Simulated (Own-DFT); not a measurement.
Simulation results for AlN (wurtzite, atoms displaced)

A calculation, not a measurement: plane-wave PBE density functional theory by an unreviewed code, no spin, of a simulated periodic cell, stress positive in tension, free energy of the whole cell less one offset for each atom, forces on such cells passed a denser k mesh, this cell's mesh not checked; offsets are fitted by least squares, one for each functional and potential file, so energies compare only between cells with the same atoms and settings and are not formation energies; the far tail of each file's local potential was reset to the Coulomb form; each entry is a single point on an unrelaxed cell, so the pressure reflects the starting lattice, mostly measured values (interpolated for alloys), from which strain is counted, and rises with the displacements; printed positions are rounded, which can move forces by about a meV/angstrom; the program, named Own-DFT, is a retired in-house code; no spin-orbit coupling. Program: Own-DFT development build.

Entry: AlN (wurtzite, atoms displaced)

```
cell vectors (Å)
  12.4480     0.0000     0.0000
  -6.2240    10.7803     0.0000
   0.0000     0.0000     9.9640
atoms (fractions of the cell vectors)
Al  0.08248  0.16606  0.99734
Al  0.16750  0.08572  0.24666
N   0.08432  0.16650  0.19034
N   0.16514  0.08324  0.44182
Al  0.08413  0.16561  0.50230
Al  0.16682  0.08183  0.74896
N   0.08440  0.17085  0.68991
N   0.16887  0.08731  0.93694
Al  0.08369  0.41804  0.00056
Al  0.16779  0.33430  0.24966
N   0.07799  0.41445  0.19406
N   0.16646  0.33553  0.43764
Al  0.08436  0.41562  0.50106
Al  0.16868  0.33498  0.74905
N   0.08356  0.41624  0.69013
N   0.16826  0.33258  0.94276
Al  0.08437  0.66687  0.00263
Al  0.16604  0.58489  0.24813
N   0.08348  0.66392  0.18992
N   0.16680  0.58284  0.44005
Al  0.08434  0.66519  0.49915
Al  0.16533  0.58250  0.75126
N   0.08458  0.66862  0.69127
N   0.16504  0.58196  0.94425
Al  0.08492  0.91817  0.99888
Al  0.16597  0.83110  0.24956
N   0.08156  0.91486  0.19000
N   0.16799  0.83687  0.44118
Al  0.08161  0.91426  0.49788
Al  0.17108  0.83823  0.75100
N   0.08422  0.91550  0.69087
N   0.16733  0.83273  0.93951
Al  0.33551  0.17027  0.99833
Al  0.41474  0.08116  0.24524
N   0.32785  0.16362  0.19042
N   0.41391  0.08044  0.43720
Al  0.33318  0.16694  0.49732
Al  0.41789  0.08575  0.74771
N   0.33075  0.16611  0.69122
N   0.41576  0.08311  0.94486
Al  0.33056  0.41253  0.00206
Al  0.41532  0.33045  0.24957
N   0.33157  0.41595  0.19324
N   0.41834  0.33598  0.44143
Al  0.32975  0.41426  0.49965
Al  0.41593  0.33276  0.75215
N   0.33281  0.41761  0.69228
N   0.41809  0.33162  0.94007
Al  0.33245  0.66537  0.99986
Al  0.41589  0.58187  0.24995
N   0.33199  0.66697  0.19365
N   0.41596  0.58403  0.44221
Al  0.33509  0.66519  0.50132
Al  0.41314  0.58072  0.74971
N   0.33452  0.66750  0.69205
N   0.41583  0.58252  0.94423
Al  0.33130  0.91692  0.00176
Al  0.41602  0.83524  0.25060
N   0.33341  0.91385  0.18969
N   0.41689  0.83330  0.44476
Al  0.33191  0.91417  0.50168
Al  0.41808  0.83365  0.75070
N   0.33524  0.91760  0.69135
N   0.41544  0.83334  0.93942
Al  0.58250  0.16931  0.00242
Al  0.66299  0.08067  0.24934
N   0.58688  0.17058  0.19263
N   0.66957  0.08256  0.44180
Al  0.58026  0.16575  0.49870
Al  0.66579  0.08238  0.75012
N   0.58268  0.16635  0.69182
N   0.66849  0.08250  0.93959
Al  0.58775  0.41815  0.00009
Al  0.66590  0.33437  0.24751
N   0.58299  0.41501  0.19105
N   0.66314  0.32994  0.44257
Al  0.58047  0.41342  0.49935
Al  0.66337  0.33121  0.74856
N   0.58330  0.41684  0.68982
N   0.66294  0.33345  0.94396
Al  0.58208  0.66304  0.00019
Al  0.66086  0.57946  0.25112
N   0.58473  0.66716  0.19196
N   0.66631  0.58514  0.44108
Al  0.58190  0.66536  0.50062
Al  0.66675  0.58335  0.75124
N   0.58248  0.66314  0.69191
N   0.66700  0.58174  0.93902
Al  0.58227  0.91574  0.99743
Al  0.66663  0.83154  0.25336
N   0.58302  0.91655  0.19218
N   0.66594  0.83333  0.44030
Al  0.58697  0.91657  0.50210
Al  0.66773  0.83429  0.75044
N   0.58525  0.91772  0.69100
N   0.66622  0.83294  0.94146
Al  0.83310  0.16616  0.99809
Al  0.91425  0.08191  0.24794
N   0.83628  0.17067  0.18807
N   0.91906  0.08208  0.43860
Al  0.83351  0.16582  0.50245
Al  0.91749  0.08049  0.74851
N   0.83459  0.16645  0.68885
N   0.91324  0.08429  0.94235
Al  0.83559  0.41846  0.99929
Al  0.91391  0.33400  0.25265
N   0.83170  0.41785  0.19058
N   0.91538  0.33422  0.44098
Al  0.83367  0.41732  0.49903
Al  0.91833  0.33102  0.75121
N   0.83196  0.41494  0.69286
N   0.91679  0.33368  0.93870
Al  0.83082  0.66343  0.00007
Al  0.91625  0.58253  0.25237
N   0.83085  0.66490  0.18704
N   0.91163  0.57957  0.44239
Al  0.83278  0.66388  0.50065
Al  0.91877  0.58577  0.75225
N   0.83581  0.66795  0.69024
N   0.91637  0.58101  0.94161
Al  0.83453  0.91851  0.99984
Al  0.91575  0.83403  0.25222
N   0.83369  0.91539  0.19045
N   0.91828  0.83575  0.44335
Al  0.83521  0.91729  0.49695
Al  0.91666  0.83135  0.75189
N   0.83329  0.91719  0.69563
N   0.91762  0.83465  0.93995
```

It was run with functional PBE, potential files PseudoDojo norm-conserving, scalar-relativistic, standard set, wave cutoff 42 hartree, occupations Fermi-Dirac, smearing width 0.1 eV, hardware one NVIDIA H100 and k mesh 2 x 2 x 2 centred on Gamma.

Results for AlN (wurtzite, atoms displaced): free energy of cell above offsets -62.412 eV; pressure 3.75 GPa; stress xx -3.96 GPa; stress yy -3.74 GPa; stress zz -3.56 GPa; stress yz -0.19 GPa; stress xz 0.08 GPa; stress xy 0.33 GPa; wall time 356.5 s.

Force:
| element | x (eV/Å) | y (eV/Å) | z (eV/Å) |
| --- | --- | --- | --- |
| Al | -0.235 | 0.024 | 0.449 |
| Al | -0.707 | -1.071 | 0.796 |
| N | -0.436 | 0.102 | -0.317 |
| N | 0.462 | -0.018 | -0.352 |
| Al | -0.363 | 0.409 | -0.712 |
| Al | -0.55 | 0.222 | -0.287 |
| N | 0.381 | -0.812 | 0.363 |
| N | 0.047 | -0.66 | 0.508 |
| Al | -0.042 | -0.824 | 0.474 |
| Al | -0.976 | -0.422 | -0.201 |
| N | 0.83 | 0.609 | -0.549 |
| N | 0.351 | -0.75 | 0.65 |
| Al | -0.731 | 0.244 | -0.486 |
| Al | -0.358 | -0.14 | 0.532 |
| N | 0.191 | 0.189 | 0.268 |
| N | -0.714 | 0.185 | -0.443 |
| Al | -0.404 | -0.077 | -0.605 |
| Al | 0.599 | -0.949 | 0.513 |
| N | -0.805 | 0.626 | 0.461 |
| N | 0.086 | 0.076 | 0.172 |
| Al | -0.412 | 0.283 | 0.274 |
| Al | 0.069 | 0.295 | -0.096 |
| N | 0.173 | 0.016 | -0.024 |
| N | 0.227 | 0.328 | -0.536 |
| Al | -0.213 | -0.07 | -0.016 |
| Al | -0.241 | 0.348 | 0.071 |
| N | 0.358 | 0.275 | 0.094 |
| N | 0.11 | -1.201 | -0.337 |
| Al | 0.226 | 0.815 | 0.524 |
| Al | -0.132 | -0.868 | -0.279 |
| N | -0.356 | 0.219 | -0.109 |
| N | -0.268 | 0.111 | 0.47 |
| Al | -0.203 | -0.865 | 0.172 |
| Al | 0.124 | 0.305 | 0.401 |
| N | 1.227 | 0.685 | -0.315 |
| N | 0.052 | 0.253 | 0.218 |
| Al | -0.102 | -0.254 | 0.229 |
| Al | -0.184 | -0.457 | 0.625 |
| N | 0.637 | 0.304 | -0.399 |
| N | 0.032 | 0.158 | -0.51 |
| Al | 0.504 | 0.643 | -0.105 |
| Al | -0.153 | 0.283 | 0.08 |
| N | 0.698 | -0.046 | -0.317 |
| N | -0.563 | -0.752 | -0.337 |
| Al | 0.374 | 0.606 | 0.07 |
| Al | 0.087 | 0.205 | -0.523 |
| N | 0.315 | -0.482 | -0.388 |
| N | -0.225 | 0.949 | 0.43 |
| Al | 0.018 | 0.376 | 0.35 |
| Al | -0.219 | 0.518 | 0.119 |
| N | 0.374 | 0.04 | -0.465 |
| N | 0.449 | -0.594 | -0.24 |
| Al | -0.811 | 0.428 | -0.136 |
| Al | 0.591 | 0.669 | 0.457 |
| N | -0.304 | -0.323 | 0.104 |
| N | 0.044 | -0.499 | -0.362 |
| Al | 0.597 | -0.182 | -0.528 |
| Al | 0.778 | -0.658 | 0.489 |
| N | -0.692 | 0.403 | 0.107 |
| N | 0.231 | 0 | -0.386 |
| Al | 0.223 | 0.42 | -0.127 |
| Al | -0.081 | 0.067 | -0.221 |
| N | 0.018 | 0.264 | 0.056 |
| N | -0.025 | -0.107 | 0.36 |
| Al | 0.743 | -0.609 | -0.323 |
| Al | 0.992 | 0.773 | 0.195 |
| N | -0.707 | -0.982 | -0.251 |
| N | -0.833 | 0.042 | -0.12 |
| Al | 0.683 | -0.484 | -0.019 |
| Al | 0.351 | 0.401 | -0.091 |
| N | -0.011 | -0.186 | -0.325 |
| N | -0.992 | 0.261 | 0.235 |
| Al | -1.112 | -0.158 | 0.12 |
| Al | 0.449 | 0.022 | 0.824 |
| N | -0.725 | 0.035 | -0.138 |
| N | 0.206 | 0.629 | -0.52 |
| Al | 0.469 | 0.898 | 0.253 |
| Al | 0.542 | 0.584 | 0.341 |
| N | -0.289 | -0.186 | 0.193 |
| N | 1.281 | -0.084 | -0.69 |
| Al | -0.057 | 0.751 | -0.028 |
| Al | 0.941 | 0.657 | 0.013 |
| N | -0.51 | -0.469 | -0.175 |
| N | 0.245 | -0.659 | 0.021 |
| Al | 0.081 | 0.158 | 0.202 |
| Al | 0.318 | -0.154 | -0.588 |
| N | -0.457 | 0.659 | 0.016 |
| N | -0.261 | 0.132 | 0.308 |
| Al | 0.104 | 0.036 | 0.48 |
| Al | -0.226 | 0.406 | -0.781 |
| N | 0.01 | -0.339 | -0.36 |
| N | 0.639 | -0.284 | 0.483 |
| Al | -0.884 | 0.159 | -0.278 |
| Al | -0.089 | -0.575 | 0.194 |
| N | -0.095 | -0.329 | 0.149 |
| N | 0.149 | -0.347 | 0.043 |
| Al | -0.372 | 0.586 | 0.415 |
| Al | 0.328 | 0.599 | -0.022 |
| N | -0.601 | -0.9 | 0.409 |
| N | -0.555 | 0.325 | 0.32 |
| Al | 0.272 | 0.265 | -0.722 |
| Al | -0.533 | 0.849 | 0.395 |
| N | -0.013 | -0.347 | 0.613 |
| N | 1.236 | -0.221 | -0.579 |
| Al | -0.312 | -0.788 | 0.009 |
| Al | 0.153 | -0.217 | -0.29 |
| N | 0.223 | -0.053 | 0.02 |
| N | 0.428 | -0.229 | 0.364 |
| Al | -0.378 | -0.938 | 0.8 |
| Al | -0.754 | 0.315 | -0.452 |
| N | 0.163 | 0.302 | -0.098 |
| N | 0.16 | -0.021 | 0.369 |
| Al | 0.435 | 0.798 | -0.143 |
| Al | -0.456 | 0.138 | -0.532 |
| N | 0.059 | 0.079 | 1.102 |
| N | 0.909 | 0.943 | -0.38 |
| Al | -0.562 | 0.62 | 0.016 |
| Al | 0.059 | -0.711 | -0.387 |
| N | -0.394 | -0.408 | 0.247 |
| N | -0.021 | 0.844 | 0.012 |
| Al | -0.196 | -0.503 | -0.054 |
| Al | 0.288 | -0.548 | -0.48 |
| N | -0.448 | 0.111 | 0.163 |
| N | -0.098 | -1.082 | -0.43 |
| Al | -0.447 | -0.054 | 0.82 |
| Al | -0.03 | 0.472 | -0.303 |
| N | 0.457 | -0.494 | -1.086 |
| N | 0.062 | -0.362 | 0.327 |
